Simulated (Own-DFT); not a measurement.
Simulation results for Hf₃₆O₇₁ (tetragonal hafnia with one neutral oxygen vacancy, atoms displaced)

All values are calculated (Own-DFT development build). A calculation, not a measurement: plane-wave PBE and HSE06 DFT by an unreviewed code, no spin, of a simulated cell at Gamma alone, so results move with cell size and shape, stress positive in tension, energies less offsets, not probed for a lower state with spin; hafnium file: forces about 75 meV/angstrom off all-electron values; oxygen file: force components 24 meV/angstrom off all-electron in a glass; k mesh not checked against a denser one; forces and stress are PBE's, HSE06 gives the energy alone, and its difference from PBE has offsets of its own; offsets are fitted by least squares, one for each functional and potential file, so energies compare only between cells with the same atoms and settings and are not formation energies; the far tail of each file's local potential was reset to the Coulomb form; each entry is a single point on an unrelaxed cell, so the pressure reflects the starting lattice, taken from the Materials Project, from which strain is counted, and rises with the displacements; printed positions are rounded, which can move forces by about a meV/angstrom; the program is a retired in-house code; no spin-orbit coupling.

Settings shared by all entries: first functional PBE; second functional HSE06; exact exchange share 0.25; screening 0.11 1/bohr; exchange divergence Gygi-Baldereschi; potential files PseudoDojo norm-conserving, scalar-relativistic, made for PBE, standard set; wave cutoff 48 hartree; occupations fixed; k mesh 1 x 1 x 1 centred on Gamma.

(1) Hf₃₆O₇₁ (tetragonal hafnia with one neutral oxygen vacancy, atoms displaced)

```
CELL_PARAMETERS angstrom
10.78000 0.00000 0.00000
0.00000 10.78000 0.00000
0.00000 0.00000 10.44930
ATOMIC_POSITIONS crystal
Hf 0.99885 0.99999 0.99796
Hf 0.16673 0.16525 0.24455
O 0.99868 0.17103 0.15052
O 0.17116 0.00305 0.34752
O 0.00247 0.16756 0.40598
O 0.16916 0.00123 0.09552
Hf 0.99814 0.99474 0.49416
Hf 0.16481 0.17141 0.75018
O 0.99910 0.16821 0.65010
O 0.16812 0.00231 0.85032
O 0.99956 0.16960 0.89794
O 0.16640 0.99873 0.59187
Hf 0.99969 0.33115 0.99834
Hf 0.16721 0.49660 0.25095
O 0.00387 0.49817 0.15544
O 0.16494 0.33352 0.35155
O 0.00369 0.49918 0.39993
O 0.16519 0.33353 0.09306
Hf 0.99651 0.33481 0.49521
Hf 0.16954 0.49939 0.75078
O 0.00024 0.50107 0.65717
O 0.16637 0.33762 0.84606
O 0.00158 0.50014 0.89873
O 0.16887 0.33054 0.60113
Hf 0.99952 0.66234 0.00001
Hf 0.16730 0.83388 0.25106
O 0.99815 0.83079 0.15361
O 0.17100 0.67056 0.34652
O 0.00145 0.83025 0.40051
O 0.16970 0.66740 0.10150
Hf 0.00171 0.66353 0.50195
Hf 0.16437 0.83528 0.74833
O 0.00057 0.83616 0.65343
O 0.99736 0.83102 0.90357
O 0.17067 0.66243 0.59853
Hf 0.32896 0.99923 0.00481
Hf 0.50440 0.16610 0.25181
O 0.33396 0.17034 0.15225
O 0.50129 0.00240 0.34380
O 0.33242 0.16771 0.39926
O 0.49973 0.99918 0.09596
Hf 0.33678 0.99837 0.49796
Hf 0.50005 0.16846 0.75641
O 0.32948 0.16613 0.64903
O 0.50049 0.99674 0.84627
O 0.32954 0.16755 0.89614
O 0.50127 0.00516 0.59572
Hf 0.33133 0.33999 0.00125
Hf 0.49810 0.49707 0.25132
O 0.33661 0.49711 0.15190
O 0.50218 0.33221 0.34482
O 0.33096 0.49778 0.39962
O 0.50043 0.33108 0.10068
Hf 0.33063 0.32797 0.49958
Hf 0.50256 0.49906 0.74810
O 0.33454 0.50068 0.65367
O 0.50071 0.33159 0.84805
O 0.33652 0.49843 0.90644
O 0.49912 0.33830 0.59576
Hf 0.32788 0.66448 0.00273
Hf 0.49959 0.82944 0.24894
O 0.33005 0.83386 0.15123
O 0.50010 0.66875 0.34690
O 0.33305 0.83119 0.40106
O 0.50539 0.66716 0.10166
Hf 0.33199 0.66969 0.49913
Hf 0.49758 0.83645 0.75069
O 0.33487 0.83487 0.65374
O 0.50549 0.66729 0.84876
O 0.33014 0.83414 0.90646
O 0.49505 0.67077 0.59869
Hf 0.66565 0.99970 0.00679
Hf 0.83267 0.16224 0.24786
O 0.66924 0.16580 0.15479
O 0.82993 0.99936 0.34375
O 0.66109 0.17069 0.40384
O 0.82916 0.00226 0.09668
Hf 0.66039 0.99980 0.49980
Hf 0.83060 0.16869 0.75089
O 0.66561 0.16712 0.65205
O 0.83570 0.00149 0.84618
O 0.66955 0.16302 0.90175
O 0.83845 0.99693 0.59823
Hf 0.66453 0.32797 0.00346
Hf 0.83391 0.50008 0.24672
O 0.66831 0.49897 0.16087
O 0.83333 0.33570 0.34283
O 0.66077 0.49788 0.40063
O 0.83148 0.33402 0.09786
Hf 0.66742 0.33224 0.49628
Hf 0.83500 0.50208 0.75023
O 0.66774 0.50129 0.64978
O 0.83270 0.33463 0.84575
O 0.66464 0.50474 0.90591
O 0.83562 0.33353 0.59677
Hf 0.66231 0.66887 0.00412
Hf 0.83100 0.83611 0.24971
O 0.67111 0.83571 0.15497
O 0.83383 0.66732 0.34968
O 0.66286 0.82998 0.40385
O 0.83259 0.66323 0.09991
Hf 0.66617 0.66753 0.49782
Hf 0.83126 0.83089 0.75084
O 0.66681 0.83405 0.65468
O 0.83401 0.66907 0.84609
O 0.66677 0.83268 0.90293
O 0.83561 0.66474 0.60128
```

```
PBE energy of cell above offsets : -100.998 eV
HSE06 less PBE above offsets     : -0.152 eV
PBE pressure                     : 1.04 GPa
PBE stress xx                    : -0.81 GPa
PBE stress yy                    : -0.56 GPa
PBE stress zz                    : -1.74 GPa
PBE stress yz                    : 0.12 GPa
PBE stress xz                    : 0.44 GPa
PBE stress xy                    : 0.02 GPa
```

Force:
```csv
element,x (eV/Å),y (eV/Å),z (eV/Å)
Hf,-0.065,-0.163,-0.76
Hf,0.445,0.451,1.073
O,-0.001,-0.49,-0.112
O,-0.279,-0.514,-0.675
O,-0.509,-0.564,-0.959
O,-1.561,0.203,0.781
Hf,0.548,0.961,1.402
Hf,0.021,-0.379,-0.69
O,-0.117,0.029,0.603
O,-0.55,-0.512,-0.401
O,0.096,-0.436,0.686
O,0.111,-0.347,0.116
Hf,-0.558,0.4,-0.203
Hf,0.44,0.456,0.714
O,-0.403,0.122,-0.721
O,0.091,-0.452,-0.901
O,-0.022,0.719,0.324
O,0.148,0.065,0.588
Hf,0.851,-0.893,1.033
Hf,-0.079,0.732,-0.441
O,0.502,0.071,-0.743
O,0.043,-0.384,0.584
O,0.123,0.139,0.713
O,-0.716,0.42,-0.476
Hf,-0.251,0.487,0.142
Hf,-0.462,-0.033,0.072
O,0.227,0.585,-0.154
O,-0.248,-0.846,0.098
O,0.008,0.077,0.111
O,-0.864,-0.257,-0.742
Hf,-0.296,0.122,-0.011
Hf,0.397,0.19,0.478
O,0.165,-0.519,-0.131
O,0.712,0.072,0.207
O,-0.818,0.424,0.32
Hf,0.888,0.566,-1.539
Hf,-1.178,0.769,-0.287
O,0.014,-0.309,-0.021
O,0.092,-1.031,0.556
O,0.336,-0.536,0.018
O,-0.128,0.073,0.385
Hf,-1.259,0.827,0.3
Hf,-0.8,-0.607,-1.008
O,1.034,-0.067,0.245
O,-0.053,1.018,0.21
O,0.418,0.206,0.98
O,-0.366,-0.395,0.089
Hf,0.526,-1.852,-0.081
Hf,0.802,0.253,0.536
O,-0.813,0.031,-0.35
O,-0.184,-0.164,0.246
O,0.213,0.33,0.322
O,0.084,0.063,-0.459
Hf,0.088,0.529,0.368
Hf,0.173,0.587,-0.071
O,-0.046,-0.047,0.365
O,0.243,0.461,0.339
O,-0.41,0.919,-0.601
O,0.209,-0.352,0.006
Hf,1.043,0.771,-0.565
Hf,-0.134,0.154,-0.111
O,0.795,0.059,0.296
O,-0.135,-0.519,0.124
O,0.313,0.861,-0.139
O,-1.419,0.321,0.261
Hf,0.445,-1.251,0.036
Hf,0.577,-1.382,0.339
O,-0.709,0.296,-0.262
O,-0.505,0.171,-0.194
O,-0.224,-0.66,-0.171
O,0.914,-0.2,-0.443
Hf,-0.337,-0.712,-1.716
Hf,0.719,1.251,0.389
O,-0.403,0.002,-0.5
O,0.089,0.221,0.547
O,0.423,-1.318,-0.481
O,1.374,0.101,0.377
Hf,1.417,0.044,0.534
Hf,0.848,-0.408,-0.813
O,-0.008,-0.017,0.105
O,0.204,-0.308,0.348
O,-0.376,0.399,0.45
O,-1.337,0.119,-0.844
Hf,0.289,1.325,-0.654
Hf,-0.052,0.573,0.316
O,-0.655,-0.174,-0.824
O,0.085,-0.859,0.48
O,0.275,0.62,0.513
O,0.29,-0.058,-0.443
Hf,-0.305,1.021,0.994
Hf,-0.55,0.145,-0.002
O,-0.001,0.077,0.353
O,-0.131,0.073,0.348
O,0.117,-1.254,0.257
O,-0.648,0.145,-0.338
Hf,0.813,-0.398,-1.133
Hf,0.996,-1.492,0.223
O,-1.084,0.114,-0.262
O,-0.188,-0.063,0.009
O,0.048,1.058,-0.212
O,0.159,-0.032,-0.295
Hf,-0.103,-1.048,0.759
Hf,0.211,0.806,-0.105
O,-0.39,0.109,-0.466
O,0.22,-0.715,0.506
O,0.227,0.602,0.582
O,-0.21,0.222,-0.645
```

(2) Hf₃₆O₇₁ (tetragonal hafnia with one neutral oxygen vacancy, atoms displaced)

```
CELL_PARAMETERS angstrom
10.78000 0.00000 0.00000
0.00000 10.78000 0.00000
0.00000 0.00000 10.44930
ATOMIC_POSITIONS crystal
Hf 0.99667 0.99660 0.00164
Hf 0.16799 0.16329 0.24339
O 0.00290 0.16704 0.15615
O 0.15894 0.00365 0.33876
O 0.99214 0.16833 0.40724
O 0.16928 0.00387 0.10466
Hf 0.99989 0.00353 0.48988
Hf 0.16334 0.16889 0.74895
O 0.00065 0.17014 0.65338
O 0.15959 0.99223 0.84528
O 0.00524 0.16064 0.89995
O 0.16891 0.99771 0.60498
Hf 0.00760 0.33315 0.99566
Hf 0.17025 0.50458 0.25496
O 0.00228 0.49699 0.15415
O 0.16648 0.33871 0.35032
O 0.99784 0.50327 0.39916
O 0.16461 0.34470 0.09760
Hf 0.99932 0.32891 0.49581
Hf 0.16848 0.50302 0.75478
O 0.00013 0.49991 0.65349
O 0.16199 0.33563 0.84873
O 0.00002 0.49520 0.90815
O 0.17092 0.33521 0.59617
Hf 0.99645 0.66290 0.99764
Hf 0.17127 0.83899 0.25703
O 0.00595 0.83563 0.15192
O 0.16612 0.67557 0.34649
O 0.99384 0.83597 0.39136
O 0.16814 0.66256 0.09798
Hf 0.00073 0.66707 0.49835
Hf 0.16676 0.83578 0.75291
O 0.98891 0.83329 0.64836
O 0.00195 0.83178 0.90329
O 0.16455 0.66208 0.59311
Hf 0.33394 0.00289 0.99764
Hf 0.50014 0.16353 0.25566
O 0.32961 0.15619 0.15001
O 0.49750 0.00425 0.34957
O 0.33379 0.17284 0.40140
O 0.50560 0.99545 0.09244
Hf 0.33129 0.00341 0.49736
Hf 0.50115 0.16560 0.75259
O 0.33045 0.16530 0.64635
O 0.50051 0.00241 0.85109
O 0.33237 0.16825 0.90374
O 0.49738 0.99909 0.59753
Hf 0.33152 0.33152 0.99927
Hf 0.49776 0.50676 0.24429
O 0.32997 0.49451 0.15461
O 0.49939 0.33348 0.34871
O 0.32661 0.49207 0.39135
O 0.50094 0.33037 0.09675
Hf 0.32996 0.33232 0.49815
Hf 0.50439 0.49750 0.75089
O 0.32961 0.50083 0.65365
O 0.49323 0.33071 0.85392
O 0.33429 0.49964 0.90242
O 0.49276 0.33162 0.60194
Hf 0.33328 0.67114 0.99694
Hf 0.49862 0.83946 0.25510
O 0.33563 0.83510 0.16061
O 0.50003 0.67565 0.34368
O 0.33413 0.82532 0.40120
O 0.50119 0.67787 0.09979
Hf 0.32733 0.66904 0.49947
Hf 0.50698 0.83563 0.75099
O 0.33601 0.83364 0.65661
O 0.49498 0.66492 0.85548
O 0.32745 0.83484 0.90159
O 0.50060 0.67478 0.59878
Hf 0.66304 0.99737 0.99345
Hf 0.83539 0.16918 0.24229
O 0.67122 0.16400 0.14649
O 0.84378 0.99888 0.35076
O 0.66324 0.16425 0.39282
O 0.82138 0.00132 0.09709
Hf 0.66879 0.00580 0.49981
Hf 0.83441 0.16828 0.75490
O 0.67142 0.16715 0.64973
O 0.83278 0.99890 0.84603
O 0.66661 0.16697 0.89253
O 0.84312 0.00098 0.59586
Hf 0.65389 0.33029 0.00946
Hf 0.83531 0.50653 0.25351
O 0.66329 0.49591 0.15911
O 0.83802 0.32260 0.34551
O 0.66349 0.49529 0.39780
O 0.83101 0.33365 0.09428
Hf 0.66206 0.33660 0.49273
Hf 0.83994 0.49902 0.74754
O 0.66769 0.49898 0.64940
O 0.83579 0.33297 0.85649
O 0.66997 0.50068 0.90531
O 0.83302 0.33716 0.60140
Hf 0.66742 0.66649 0.99050
Hf 0.83225 0.82554 0.25018
O 0.65614 0.83089 0.16576
O 0.83147 0.66936 0.34743
O 0.66176 0.82758 0.40128
O 0.82656 0.66579 0.09430
Hf 0.66552 0.66351 0.49735
Hf 0.83359 0.82930 0.74460
O 0.66658 0.83909 0.64730
O 0.83030 0.67598 0.84569
O 0.65781 0.83065 0.91064
O 0.83429 0.65986 0.59682
```

```
PBE energy of cell above offsets : -97.606 eV
HSE06 less PBE above offsets     : 0.022 eV
PBE pressure                     : 1.68 GPa
PBE stress xx                    : -0.36 GPa
PBE stress yy                    : -2.72 GPa
PBE stress zz                    : -1.96 GPa
PBE stress yz                    : 0.24 GPa
PBE stress xz                    : 1.11 GPa
PBE stress xy                    : -0.06 GPa
```

Force:
```csv
element,x (eV/Å),y (eV/Å),z (eV/Å)
Hf,0.034,-0.401,0.388
Hf,-0.051,1.587,0.42
O,-0.185,-0.141,-0.875
O,0.671,0.343,2.347
O,0.923,-0.16,-0.788
O,-0.486,-0.175,-1.529
Hf,-0.676,-1.104,1.185
Hf,0.076,-0.639,-0.406
O,0.239,0.361,-0.136
O,0.536,1.897,0.847
O,-0.018,0.452,0.478
O,-0.372,-0.179,-1.54
Hf,-2.087,-0.821,1.074
Hf,-0.555,-0.357,-0.797
O,-1.099,0.694,0.194
O,-0.751,-1.541,-0.435
O,-0.375,-0.12,0.494
O,1.043,-1.193,-0.023
Hf,0.139,1.013,0.851
Hf,0.198,0.339,-0.622
O,0.872,0.145,0.259
O,0.313,-0.416,-0.037
O,-0.006,1.786,-1.244
O,-1.306,-0.361,0.393
Hf,1.152,0.612,1.099
Hf,-0.715,-0.855,-2.214
O,-1.07,-0.119,-0.319
O,-0.066,-1.3,0.846
O,0.716,-0.948,1.323
O,-0.305,0.184,-1.129
Hf,-0.351,0.661,-0.06
Hf,-0.273,-0.869,-0.808
O,2.321,-0.665,-0.111
O,0.138,-0.471,-0.112
O,-0.155,0.425,0.701
Hf,-0.118,-0.549,1.065
Hf,0.645,1.202,-1.008
O,1.333,0.82,0.017
O,-0.42,-0.237,0.642
O,-0.203,-1.719,-0.721
O,-1.595,0.618,0.555
Hf,0.397,-0.076,1.43
Hf,0.208,0.539,-1.13
O,0.312,-0.328,0.892
O,-0.34,-0.435,-0.586
O,-0.348,-0.567,-0.625
O,0.316,0.284,-0.173
Hf,-0.194,1.247,0.395
Hf,-0.479,0.316,0.869
O,1.311,0.229,-0.853
O,0.359,0.01,-0.348
O,0.678,2.157,1.433
O,-2.702,-0.159,1.389
Hf,0.055,0.781,0.274
Hf,-0.951,0.197,-0.046
O,0.965,0.413,0.138
O,0.47,0.457,-0.481
O,-0.712,0.096,0.157
O,1.402,0.252,-0.194
Hf,0.35,-0.513,0.905
Hf,0.18,-0.855,-0.697
O,-0.898,0.336,-1.06
O,-0.157,-2.656,0.842
O,-0.597,2.577,0.663
O,-0.457,-1.421,-0.659
Hf,1.219,-1.265,0.389
Hf,-1.17,-0.794,-0.563
O,-0.447,-0.264,-0.111
O,0.477,0.168,-1.299
O,-0.253,-0.004,0.173
O,0.045,-0.711,-0.205
Hf,0.726,1.362,0.702
Hf,-0.523,-0.923,0.041
O,-1.755,0.633,0.19
O,-1.095,0.143,-0.891
O,-0.081,0.391,0.631
O,1.948,-0.593,-0.289
Hf,0.881,-0.923,0.305
Hf,-0.095,0.358,-0.245
O,-0.894,-0.417,-0.353
O,-0.082,-0.635,0.125
O,-0.465,0.087,0.669
O,-1.671,0.407,-0.245
Hf,4.016,-0.094,-1.663
Hf,0.382,-2.197,-1.324
O,0.435,0.042,-0.649
O,-0.465,2.519,0.638
O,0.428,1.193,0.305
O,0.381,-0.211,0.407
Hf,0.137,-1.221,1.165
Hf,-0.977,-0.968,0.326
O,-0.413,0.016,0.282
O,0.418,0.109,-1.561
O,-0.574,-0.691,-0.653
O,-0.156,0.15,-0.718
Hf,-1.381,-0.668,1.941
Hf,-0.102,2.504,-0.664
O,2.759,0.239,-1.192
O,-0.099,-1.003,0.58
O,0.648,1.499,1.027
O,0.911,0.039,0.697
Hf,-0.569,0.517,0.252
Hf,0.172,1.886,-0.376
O,0.474,-0.129,0.756
O,0.099,-2.008,0.522
O,-0.03,0.6,-1.674
O,-0.537,0.179,-0.243
```
